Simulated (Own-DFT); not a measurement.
# What random displacements cost in monoclinic HfO2, 96 atoms (Hf32O64)

All numbers below are calculated, not measured. The program, named Own-DFT, is a retired in-house plane-wave density functional code that no person has reviewed. Each row is one single-point run on a periodic cell that was not relaxed, without spin or spin-orbit coupling.

Settings of every run: PBE; PseudoDojo norm-conserving scalar-relativistic files; cutoff 72 hartree; 2 x 2 x 2 k mesh centred on Gamma; Fermi-Dirac smearing of 0.1 eV.

Known limits, some of them of some rows only: some atoms lie very close together; hafnium file: forces about 75 meV/angstrom off all-electron values; oxygen file: force components 24 meV/angstrom off all-electron in a glass; forces on such cells passed a denser k mesh, each cell not checked; stress not checked against mesh or cutoff.

Cell vectors in Å: (10.234, 0.000, 0.000); (0.000, 10.350, 0.000); (-1.696, 0.000, 10.445). In each run every atom was moved at random and independently from its ideal site; u is the rms move along one axis. E is the free energy for each atom above the fitted value at u = 0, and F the rms of the force components.

```
run,u (Å),E (meV/atom),F (eV/Å),largest force (eV/Å),P (GPa)
1,0.0189,9.1,0.396,1.50,3.99
2,0.0194,9.8,0.423,1.45,3.97
3,0.0200,10.4,0.453,1.68,4.00
4,0.0482,59.9,1.069,5.04,5.54
5,0.0496,?,?,?,?
6,0.0780,163.3,1.868,7.94,10.10
7,0.0786,145.8,1.652,7.88,9.06
8,0.0802,174.0,2.042,9.74,10.15
9,0.1199,368.0,2.897,13.10,15.08
10,0.1412,505.3,3.785,20.85,23.50
```

## Worked fit

For small independent moves the energy grows as E = (3/2) K u², with K the mean stiffness felt by one atom. The runs with u up to 0.11 Å give K = 17.2 ± 0.5 eV/Å², with residuals divided by u² + 0.0006 Å², since the noise grows with the moves. The scatter is 3.5 meV/atom at u = 0.05 Å. The forces follow F = G u with G = 22.6 eV/Å²; no force at u = 0 is resolved. G exceeds K because the moves of its neighbours add to the force on an atom, and stiffness differs between atoms. At u = 0.141 Å the parabola gives 515 meV/atom and the run 505. The pressure follows P = 3.54 + 994 u² GPa: at fixed volume, shortened bonds push harder than stretched ones pull.

## Withheld run

Question: what energy and rms force should run 5 give?

The fit gives 64 ± 4 meV/atom and about 1.12 eV/Å. The calculation gave 58.7 meV/atom and 1.026 eV/Å.
